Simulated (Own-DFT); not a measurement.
# Computed records: SiC (4H silicon carbide, strained, atoms displaced), GaP (zincblende, strained, atoms displaced), GaP (zincblende, atoms displaced), SiC (2H silicon carbide, atoms displaced)

Computed with Own-DFT development build. A calculation, not a measurement: plane-wave PBE density functional theory by an unreviewed code, no spin, of a simulated periodic cell, stress positive in tension, free energy of the whole cell less one offset for each atom, forces on such cells passed a denser k mesh, this cell's mesh not checked; offsets are fitted by least squares, one for each functional and potential file, so energies compare only between cells with the same atoms and settings and are not formation energies; the far tail of each file's local potential was reset to the Coulomb form; each entry is a single point on an unrelaxed cell, so the pressure reflects the starting lattice, mostly measured values (interpolated for alloys), from which strain is counted, and rises with the displacements; printed positions are rounded, which can move forces by about a meV/angstrom; the program, named Own-DFT, is a retired in-house code; no spin-orbit coupling.

Common to all runs: functional PBE; potential files PseudoDojo norm-conserving, scalar-relativistic, standard set; wave cutoff 42 hartree; occupations Fermi-Dirac; smearing width 0.1 eV; hardware one NVIDIA H100.

(1) SiC (4H silicon carbide, strained, atoms displaced)

```xyz
72
Lattice="9.1736 -0.0886 -0.1819 -4.6636 7.9672 0.1002 -0.1981 0.0116 10.0792" Properties=species:S:1:pos:R:3 SiC
Si    -0.0890     0.0657     4.1474
Si     0.0361     1.7585     1.5832
C     -0.0038     0.0550     0.9455
C     -0.0628     1.7057     3.4468
Si    -1.5728     2.6356     4.1369
Si    -1.6308     4.5075     1.5929
C     -1.6044     2.7255     0.9079
C     -1.5317     4.5762     3.5426
Si    -3.1602     5.3459     4.2017
Si    -3.1693     7.0715     1.6525
C     -3.1204     5.3622     1.0321
C     -3.1655     7.1278     3.4478
Si    -1.6065     7.9163     4.1858
Si     3.0214     1.7912     1.5504
C     -1.6484     7.9333     0.9475
C      3.0160     1.6730     3.3652
Si     1.5259     2.6187     4.0473
Si     1.4320     4.3551     1.5587
C      1.4876     2.5751     0.9420
C      1.4095     4.3262     3.3911
Si    -0.1359     5.3571     4.0796
Si    -0.1371     7.0528     1.5244
C     -0.0497     5.2918     0.9667
C     -0.1021     7.1312     3.5029
Si     1.3911     7.8412     4.1543
Si     5.9740     1.7414     1.4081
C      1.4302     7.8466     0.9589
C      6.0641     1.6685     3.3445
Si     4.4492     2.5843     4.0145
Si     4.5323     4.3681     1.4370
C      4.4902     2.6311     0.8880
C      4.4129     4.4266     3.4562
Si     2.9245     5.3036     4.0682
Si     2.9911     6.9677     1.4808
C      3.0708     5.2041     0.9234
C      2.8274     6.9616     3.3978
Si     4.3517     7.8450     9.1072
Si     4.4262     6.0826     6.5599
C     -0.1337     0.0391     6.0282
C      4.3852     6.1090     8.4307
Si     5.8503     5.2168     9.0136
Si     5.9038     3.4648     6.4762
C     -3.1530     5.4154     6.1027
C      5.9315     3.4294     8.3171
Si    -1.7207     2.6820     9.1273
Si     7.4476     0.7706     6.5118
C      7.4553     2.6013     5.8124
C      7.4831     0.8145     8.3586
Si     1.2431     7.8260     9.2219
Si     1.3887     6.1296     6.5823
C      1.2141     7.9130     5.9238
C      1.2340     6.2004     8.4700
Si     2.7950     5.2838     9.1445
Si     2.9055     3.5968     6.6150
C      2.9327     5.2113     5.8763
C      2.9656     3.5013     8.4034
Si     4.3851     2.6848     9.1436
Si     4.4529     0.8351     6.5280
C      4.5076     2.5681     5.8144
C      4.3778     0.7954     8.3638
Si    -1.7972     7.9108     9.1318
Si    -1.7049     6.2490     6.5735
C     -1.7030     7.8452     6.0239
C     -1.7003     6.1677     8.5787
Si    -0.2734     5.2976     9.1414
Si    -0.1919     3.5594     6.5852
C     -0.2072     5.2170     5.9965
C     -0.1915     3.5189     8.5719
Si     1.3748     2.7080     9.0415
Si     1.3586     0.8666     6.5166
C      1.4793     2.7235     5.9925
C      1.4562     0.8095     8.6027
```

* k mesh: 4 x 4 x 3 centred on Gamma
* free energy of cell above offsets: -4.532 eV
* pressure: 9.74 GPa
* stress xx: -10.95 GPa
* stress yy: -11.3 GPa
* stress zz: -6.98 GPa
* stress yz: 1.14 GPa
* stress xz: -7.47 GPa
* stress xy: -3.71 GPa
* wall time: 346.4 s

Force:
| element | x (eV/Å) | y (eV/Å) | z (eV/Å) |
| --- | --- | --- | --- |
| Si | 0.006 | -2.662 | -1.24 |
| Si | -2.838 | 0.506 | -0.224 |
| C | -0.663 | -1.805 | 0.29 |
| C | 0.292 | 2.044 | 0.68 |
| Si | -0.674 | 1.212 | -0.948 |
| Si | 1.319 | -1.51 | 0.964 |
| C | 0.065 | -0.709 | 1.453 |
| C | -4.573 | -3.71 | -1.823 |
| Si | -0.159 | 0.47 | -0.81 |
| Si | 0.505 | 1.369 | -0.752 |
| C | -0.985 | -0.849 | -1.212 |
| C | -0.666 | -0.503 | 3.119 |
| Si | -1.204 | 0.054 | -1.624 |
| Si | -0.805 | -2.4 | -0.955 |
| C | 0.469 | 0.666 | 0.446 |
| C | -0.661 | 0.705 | 1.405 |
| Si | -1.055 | -0.221 | 0.482 |
| Si | 0.618 | 0.094 | -0.113 |
| C | 1.002 | 2.056 | -1.381 |
| C | 0.132 | 1.59 | 1.338 |
| Si | 3.39 | 0.283 | 1.182 |
| Si | 0.311 | 0.074 | 1.763 |
| C | -0.244 | -0.018 | -0.746 |
| C | -0.861 | -1.748 | -1.217 |
| Si | 0.336 | 2.171 | -2.523 |
| Si | 3.098 | -1.261 | 1.458 |
| C | -0.139 | 1.108 | -0.276 |
| C | -0.668 | 0.865 | -0.291 |
| Si | 1.954 | 0.713 | -1.129 |
| Si | 1.135 | 0.268 | 3.016 |
| C | 0.381 | 0.148 | -0.526 |
| C | 1.708 | -1.346 | -1.408 |
| Si | -0.591 | -1.709 | -1.552 |
| Si | -0.249 | 1.058 | 1.537 |
| C | -2.637 | 0.823 | -1.174 |
| C | 1.929 | 1.55 | 0.408 |
| Si | 0.345 | 1.506 | -1.19 |
| Si | 0.416 | 1.318 | -0.445 |
| C | -1.425 | -1.141 | -0.692 |
| C | -1.425 | 0.102 | 0.215 |
| Si | 2.066 | -0.235 | -0.132 |
| Si | 1.695 | 0.814 | -0.473 |
| C | -2.894 | -2.328 | -1.095 |
| C | -0.807 | 0.971 | 1.595 |
| Si | -0.108 | -0.824 | 0.614 |
| Si | 0.197 | 1.154 | -0.733 |
| C | 0.564 | -1.116 | 0.685 |
| C | -0.379 | -0.981 | 0.916 |
| Si | 0.096 | 2.922 | -2.187 |
| Si | -1.485 | 0.075 | -0.032 |
| C | 2.531 | -1.12 | 1.86 |
| C | 1.64 | -2.222 | 0.187 |
| Si | 0.45 | -0.115 | -1.374 |
| Si | 1.854 | -2.497 | -1.477 |
| C | -0.541 | 2.32 | 1.523 |
| C | -2.03 | 1.589 | 1.859 |
| Si | 1.123 | -2.695 | -2.582 |
| Si | -0.588 | 0.466 | 0.215 |
| C | -2.33 | 0.326 | 1.797 |
| C | 1.031 | 1.223 | 2.024 |
| Si | 2.457 | -0.577 | 1.401 |
| Si | 2.082 | -3.413 | 3.61 |
| C | -0.774 | 4.857 | -1.079 |
| C | -2.433 | 0.084 | -1.475 |
| Si | 1.272 | -0.696 | 0.566 |
| Si | 0.579 | -1.787 | 1.227 |
| C | 1.188 | 2.91 | -0.811 |
| C | 0.386 | 0.69 | -1.876 |
| Si | 0.087 | -2.472 | 1.32 |
| Si | 2.288 | 0.943 | 2.498 |
| C | -2.216 | -1.994 | -0.984 |
| C | -3.889 | 2.57 | -3.089 |

(2) GaP (zincblende, strained, atoms displaced)

```xyz
64
Lattice="10.8620 0.0000 0.0000 0.0000 10.8620 0.0000 0.0000 0.0000 10.9439" Properties=species:S:1:pos:R:3 GaP
Ga     0.0006     0.0290     0.0425
Ga    10.8473     2.7283     2.7977
Ga     2.7394     0.0006     2.7481
Ga     2.7335     2.7882    10.9348
P      1.3922     1.3543     1.3486
P      1.3373     4.0099     4.0845
P      4.0878     1.3915     4.1670
P      4.0600     4.0809     1.4323
Ga     0.0160     0.0220     5.5590
Ga    10.8178     2.7356     8.2078
Ga     2.7071     0.0644     8.2091
Ga     2.7268     2.7638     5.4877
P      1.3829     1.3923     6.8552
P      1.3264     4.0977     9.5217
P      4.0610     1.3254     9.6243
P      4.0641     4.0428     6.8256
Ga    10.8175     5.4835     0.0425
Ga    10.8508     8.1406     2.7568
Ga     2.7469     5.4607     2.7608
Ga     2.7162     8.0946    10.9008
P      1.3603     6.7710     1.3370
P      1.3238     9.4666     4.1156
P      4.1007     6.7961     4.1610
P      4.0796     9.5574     1.3788
Ga    10.8438     5.4803     5.4735
Ga     0.0007     8.1103     8.2668
Ga     2.7363     5.4539     8.2162
Ga     2.6839     8.1784     5.5047
P      1.3355     6.7728     6.8533
P      1.3160     9.4690     9.5908
P      4.0149     6.8267     9.5962
P      4.1004     9.5504     6.8444
Ga     5.4229     0.0066    10.9108
Ga     5.5009     2.6754     2.7809
Ga     8.1207     0.0666     2.7807
Ga     8.1899     2.6742     0.0451
P      6.7831     1.3815     1.3520
P      6.7875     4.0923     4.1116
P      9.5410     1.3890     4.0833
P      9.5138     4.0776     1.3393
Ga     5.4160     0.0076     5.4349
Ga     5.4078     2.7207     8.2015
Ga     8.1025    10.8375     8.1641
Ga     8.1438     2.7739     5.4970
P      6.7895     1.3438     6.8567
P      6.7639     4.0720     9.5614
P      9.5132     1.3635     9.5327
P      9.4796     4.0898     6.8306
Ga     5.3855     5.4223    10.9049
Ga     5.3739     8.1547     2.7420
Ga     8.1952     5.4232     2.7437
Ga     8.1731     8.1237     0.0049
P      6.8199     6.8332     1.3598
P      6.7704     9.4864     4.0940
P      9.5204     6.8149     4.1411
P      9.4993     9.4759     1.3703
Ga     5.4043     5.4712     5.4365
Ga     5.4046     8.1405     8.2076
Ga     8.1629     5.4143     8.2170
Ga     8.1478     8.1438     5.4812
P      6.7541     6.8273     6.8322
P      6.8033     9.5355     9.5881
P      9.4917     6.8167     9.5764
P      9.4628     9.5262     6.8784
```

- k mesh: 3 x 3 x 3 centred on Gamma
- free energy of cell above offsets: -35.043 eV
- pressure: 3.13 GPa
- stress xx: -3.35 GPa
- stress yy: -3.3 GPa
- stress zz: -2.75 GPa
- stress yz: -0.06 GPa
- stress xz: -0.15 GPa
- stress xy: -0.17 GPa
- wall time: 512.5 s

Force:
| element | x (eV/Å) | y (eV/Å) | z (eV/Å) |
| --- | --- | --- | --- |
| Ga | -0.107 | -0.316 | -0.308 |
| Ga | 0.253 | -0.278 | -1.317 |
| Ga | -0.333 | 0.2 | 0.326 |
| Ga | -0.324 | -0.245 | 0.028 |
| P | -0.171 | 0.498 | 0.441 |
| P | 0.37 | 1.288 | 0.533 |
| P | -0.274 | -0.128 | -0.65 |
| P | 0.576 | -0.125 | -0.289 |
| Ga | -0.166 | -0.19 | -0.561 |
| Ga | 0.317 | 0.01 | -0.235 |
| Ga | -0.079 | -0.811 | 0.27 |
| Ga | -0.358 | -0.381 | -0.187 |
| P | -0.272 | 0.256 | -0.01 |
| P | 0.051 | 0.196 | 0.651 |
| P | -0.052 | 0.841 | -0.449 |
| P | 0.282 | 0.881 | 0.245 |
| Ga | 0.345 | -0.439 | -0.706 |
| Ga | 0.135 | -0.06 | -0.444 |
| Ga | -0.464 | -0.144 | 0.13 |
| Ga | -0.465 | 1.139 | 0.85 |
| P | 0.12 | 0.284 | 0.747 |
| P | 0.27 | 0.708 | 0.08 |
| P | -0.907 | 0.493 | -0.525 |
| P | -0.206 | -0.726 | -0.381 |
| Ga | 0.325 | -0.732 | -0.053 |
| Ga | -0.109 | 0.415 | -0.655 |
| Ga | -0.234 | -0.296 | -0.267 |
| Ga | 0.241 | -0.095 | 0.139 |
| P | 0.26 | 0.251 | 0.051 |
| P | 0.508 | 0.649 | -0.051 |
| P | 0.939 | -0.602 | -0.619 |
| P | -0.514 | -0.166 | 0.111 |
| Ga | 0.311 | -0.135 | 0.435 |
| Ga | -0.584 | 0.388 | -0.188 |
| Ga | 0.174 | -0.654 | -0.39 |
| Ga | -0.301 | 0.368 | -0.75 |
| P | 0.017 | -0.421 | 0.074 |
| P | 0.172 | 0.182 | -0.008 |
| P | -0.532 | -0.306 | 0.983 |
| P | 0.102 | -0.132 | 0.579 |
| Ga | 0.476 | -0.113 | 0.371 |
| Ga | 0.099 | -0.421 | 0.192 |
| Ga | 0.167 | 0.407 | 0.602 |
| Ga | -0.139 | -0.668 | -0.252 |
| P | -0.234 | 0.379 | -0.504 |
| P | 0.306 | -0.187 | 0.302 |
| P | -0.308 | -0.408 | 0.401 |
| P | 0.409 | 0.225 | 0.07 |
| Ga | 0.341 | 0.161 | 0.592 |
| Ga | 0.493 | -0.005 | -0.278 |
| Ga | -0.365 | 0.253 | -0.106 |
| Ga | -0.299 | 0.558 | -0.092 |
| P | -0.606 | -0.669 | 0.205 |
| P | 0.154 | 0.23 | 0.061 |
| P | -0.293 | -0.192 | -0.386 |
| P | -0.114 | 0.627 | 0.333 |
| Ga | 0.491 | -0.639 | 0.7 |
| Ga | 0.136 | 0.422 | 0.238 |
| Ga | -0.502 | 0.343 | -0.066 |
| Ga | -0.178 | 0.364 | 0.044 |
| P | 0.328 | -0.574 | 0.199 |
| P | -0.165 | -0.6 | -0.036 |
| P | -0.148 | -0.577 | 0.04 |
| P | 0.637 | -0.58 | -0.26 |

(3) GaP (zincblende, atoms displaced)

```xyz
64
Lattice="10.9010 0.0000 0.0000 0.0000 10.9010 0.0000 0.0000 0.0000 10.9010" Properties=species:S:1:pos:R:3 GaP
Ga     0.0689    10.8214     0.0501
Ga     0.0538     2.8957     2.7070
Ga     2.8488    10.8780     2.5930
Ga     2.7007     2.5965     0.1318
P      1.4051     1.2619     1.3020
P      1.2956     4.0402     4.2401
P      4.0692     1.2689     4.0175
P      4.1533     4.1109     1.2169
Ga    10.8425     0.0558     5.4397
Ga     0.1173     2.7991     8.1666
Ga     2.9598     0.0355     8.1826
Ga     2.6274     2.5924     5.4791
P      1.3452     1.3779     6.8528
P      1.3656     4.0592     9.5322
P      3.9988     1.4846     9.5309
P      4.1966     3.8516     6.7382
Ga    10.8430     5.5667     0.0324
Ga     0.0479     8.3105     2.7940
Ga     2.7581     5.4619     2.5437
Ga     2.6407     8.2159     0.0967
P      1.4304     6.7753     1.2992
P      1.4466     9.4848     4.1879
P      4.1535     6.8604     4.1724
P      4.2554     9.5914     1.3756
Ga     0.0540     5.4153     5.5954
Ga     0.0913     8.2193     8.2168
Ga     2.7919     5.4387     8.0823
Ga     2.6115     8.3106     5.5975
P      1.3043     6.7672     6.8408
P      1.3682     9.5067     9.4319
P      4.2102     6.8512     9.6251
P      4.0583     9.6369     6.7502
Ga     5.4224    10.8419    10.8824
Ga     5.6570     2.7611     2.7384
Ga     8.1492     0.0967     2.6009
Ga     8.1826     2.8025     0.1703
P      6.7156     1.2040     1.4178
P      6.9626     4.0697     4.2472
P      9.6089     1.3446     4.2328
P      9.4852     3.9907     1.3431
Ga     5.4842    10.8597     5.4001
Ga     5.4547     2.5845     8.2053
Ga     8.1974     0.1657     8.3413
Ga     8.1327     2.7679     5.5384
P      6.8048     1.1563     6.8889
P      6.9392     4.0259     9.4225
P      9.6096     1.4120     9.4529
P      9.6077     3.9555     6.7700
Ga     5.5307     5.5226    10.8062
Ga     5.5266     8.1065     2.5801
Ga     8.0603     5.4144     2.7502
Ga     8.2508     8.1668     0.3617
P      6.7861     6.7135     1.5272
P      6.9105     9.6548     3.9865
P      9.4351     6.7490     4.0960
P      9.5967     9.6035     1.5375
Ga     5.3530     5.5225     5.5019
Ga     5.4455     8.1362     8.2054
Ga     8.3121     5.3899     8.1989
Ga     8.2088     8.2635     5.3885
P      6.9218     6.8387     6.8101
P      6.7508     9.4492     9.5015
P      9.5333     6.8861     9.5998
P      9.5429     9.5254     6.7928
```

* k mesh: 3 x 3 x 3 centred on Gamma
* free energy of cell above offsets: -28.433 eV
* pressure: 4.18 GPa
* stress xx: -4.3 GPa
* stress yy: -4.18 GPa
* stress zz: -4.06 GPa
* stress yz: 0.22 GPa
* stress xz: -1.61 GPa
* stress xy: -0.2 GPa
* wall time: 603.4 s

Force:
| element | x (eV/Å) | y (eV/Å) | z (eV/Å) |
| --- | --- | --- | --- |
| Ga | -0.872 | 0.125 | -1.484 |
| Ga | -0.273 | -1.817 | 0.685 |
| Ga | -0.791 | -0.406 | 1.205 |
| Ga | 0.193 | 1.821 | -1.244 |
| P | -0.848 | 0.322 | 1.712 |
| P | 1.426 | 0.961 | -1.531 |
| P | 0.558 | 1.448 | 0.526 |
| P | 0.455 | -0.614 | 0.949 |
| Ga | 1.424 | -1.481 | 1.215 |
| Ga | -0.557 | -0.642 | -0.013 |
| Ga | -2.163 | 0.174 | -0.088 |
| Ga | 1.116 | 0.095 | -0.806 |
| P | 0.215 | -1.4 | 0.441 |
| P | 0.661 | 1.028 | 1.118 |
| P | 1.101 | -1.067 | 1.201 |
| P | -0.848 | 1.492 | 0.125 |
| Ga | 0.229 | -1.354 | -0.657 |
| Ga | 0.164 | -2.024 | 0.722 |
| Ga | 0.655 | -0.613 | 2.178 |
| Ga | 1.438 | 0.59 | -1.16 |
| P | -1.519 | 0.8 | 1.083 |
| P | -0.85 | 2.005 | -1.616 |
| P | -1.406 | 0.695 | -1.263 |
| P | -1.713 | -1.668 | -0.291 |
| Ga | -1.474 | 0.116 | -1.448 |
| Ga | -1.766 | -0.847 | -0.97 |
| Ga | 0.587 | -0.709 | 0.765 |
| Ga | 1.061 | -1.938 | 0.031 |
| P | 1.1 | 0.798 | 0.617 |
| P | 1.608 | 1.246 | 1.489 |
| P | -2.081 | 0.302 | -0.936 |
| P | 1.23 | -1.358 | 0.588 |
| Ga | 0.32 | 0.699 | -1.787 |
| Ga | -1.451 | 0.17 | 0.595 |
| Ga | 1.57 | -0.006 | 2.259 |
| Ga | -1.566 | -2.47 | -2.426 |
| P | 0.264 | 2.096 | -1.707 |
| P | -2.173 | 0.865 | -1.162 |
| P | -1.677 | 1.732 | -2.608 |
| P | 1.422 | 2.736 | 1.393 |
| Ga | -0.082 | 0.107 | -0.613 |
| Ga | 0.943 | 0.528 | -0.366 |
| Ga | -0.206 | -2.521 | -0.677 |
| Ga | 0.659 | -2.317 | 0.593 |
| P | -0.207 | 1.649 | -0.777 |
| P | -0.913 | 0.016 | 1.261 |
| P | 0.637 | 0.555 | 2.327 |
| P | -0.143 | 1.204 | 1.055 |
| Ga | 0.859 | -1.292 | 0.026 |
| Ga | -0.902 | 1.406 | 2.695 |
| Ga | 1.731 | -0.973 | 0.821 |
| Ga | -0.655 | -0.212 | -1.887 |
| P | 0.508 | -0.316 | -2.407 |
| P | -0.737 | -1.32 | 0.18 |
| P | 1.532 | 0.342 | -0.084 |
| P | 0.195 | 0.273 | -1.1 |
| Ga | 1.369 | -0.917 | 0.541 |
| Ga | 0.013 | 0.029 | -1.303 |
| Ga | 0.094 | 0.546 | -0.675 |
| Ga | -0.303 | -0.272 | 0.026 |
| P | -0.63 | -0.264 | 0.158 |
| P | 1.569 | 1.012 | 1.503 |
| P | -0.299 | 0.354 | 0.065 |
| P | 0.198 | 0.479 | 0.939 |

(4) SiC (2H silicon carbide, atoms displaced)

```xyz
32
Lattice="6.1654 0.0000 0.0000 -3.0827 5.3394 0.0000 0.0000 0.0000 10.0681" Properties=species:S:1:pos:R:3 SiC
Si     6.1309     0.0123    10.0461
Si    -0.0275     1.7996     2.5551
C     -0.0161     0.0392     1.9054
C     -0.0009     1.7581     4.4444
Si     3.0850     5.2908     5.0622
Si     0.0025     1.8261     7.5290
C      3.0605     5.3336     6.9187
C      0.0056     1.8281     9.4583
Si     4.6150     2.6401     0.0558
Si    -1.4986     4.4475     2.4828
C      4.6059     2.6992     1.8850
C     -1.4939     4.4114     4.4091
Si    -1.5399     2.7397     5.0384
Si    -1.5587     4.4189     7.5566
C      4.5879     2.6847     6.9522
C     -1.4854     4.4698     9.4853
Si     0.0067     5.2949    10.0444
Si     3.0982     1.7611     2.5658
C      3.1123     0.0210     1.9268
C      3.1142     1.8217     4.4202
Si    -0.0113     5.3285     5.0153
Si     3.0494     1.7722     7.5734
C      3.0588     0.0088     6.9357
C      3.1155     1.7493     9.4365
Si     1.5211     2.6315     0.0074
Si     1.5512     4.4368     2.4848
C      1.5649     2.7502     1.9331
C      1.5931     4.4294     4.4060
Si     1.5146     2.6956     5.0286
Si     1.5648     4.4890     7.5436
C      1.5149     2.6512     6.9629
C      1.5519     4.4223     9.4789
```

* k mesh: 5 x 5 x 3 centred on Gamma
* free energy of cell above offsets: -4.690 eV
* pressure: 3.81 GPa
* stress xx: -2.86 GPa
* stress yy: -4.26 GPa
* stress zz: -4.31 GPa
* stress yz: -0.56 GPa
* stress xz: -0.55 GPa
* stress xy: -2.06 GPa
* wall time: 122.1 s

Force:
| element | x (eV/Å) | y (eV/Å) | z (eV/Å) |
| --- | --- | --- | --- |
| Si | 1.217 | 0.17 | 0.757 |
| Si | 0.727 | 0.136 | -0.371 |
| C | 0.716 | -0.275 | -0.282 |
| C | -0.246 | 0.219 | -0.008 |
| Si | 0.451 | 0.814 | -0.801 |
| Si | -0.896 | -0.817 | 0.716 |
| C | 0.822 | 0.522 | 0.631 |
| C | -0.678 | -1.215 | -0.536 |
| Si | 0.129 | 0.858 | -1.301 |
| Si | -1.088 | 0.72 | 0.474 |
| C | 0.267 | -0.74 | 0.914 |
| C | -0.745 | 1.6 | -0.641 |
| Si | 0.246 | -2.299 | 0.662 |
| Si | 0.31 | 0.932 | 0.66 |
| C | 0.185 | -0.425 | -0.525 |
| C | -2.114 | -1.008 | -0.724 |
| Si | 0.748 | 1.174 | 1.005 |
| Si | -0.391 | 1.163 | -0.633 |
| C | -0.312 | -0.336 | -0.827 |
| C | -0.678 | -0.703 | 0.484 |
| Si | 1.172 | 0.733 | 0.495 |
| Si | 0.381 | -0.002 | -0.401 |
| C | 0.199 | -0.37 | -0.29 |
| C | -0.695 | 0.167 | 0.696 |
| Si | 1.277 | 0.547 | 0.57 |
| Si | 0.472 | 1.507 | 1.149 |
| C | -0.48 | -2.86 | -0.857 |
| C | -1.227 | 0.494 | -0.1 |
| Si | 0.703 | -0.913 | 0.395 |
| Si | -1.234 | -1.001 | 0.539 |
| C | 0.706 | 1.159 | -0.861 |
| C | 0.055 | 0.048 | -0.987 |
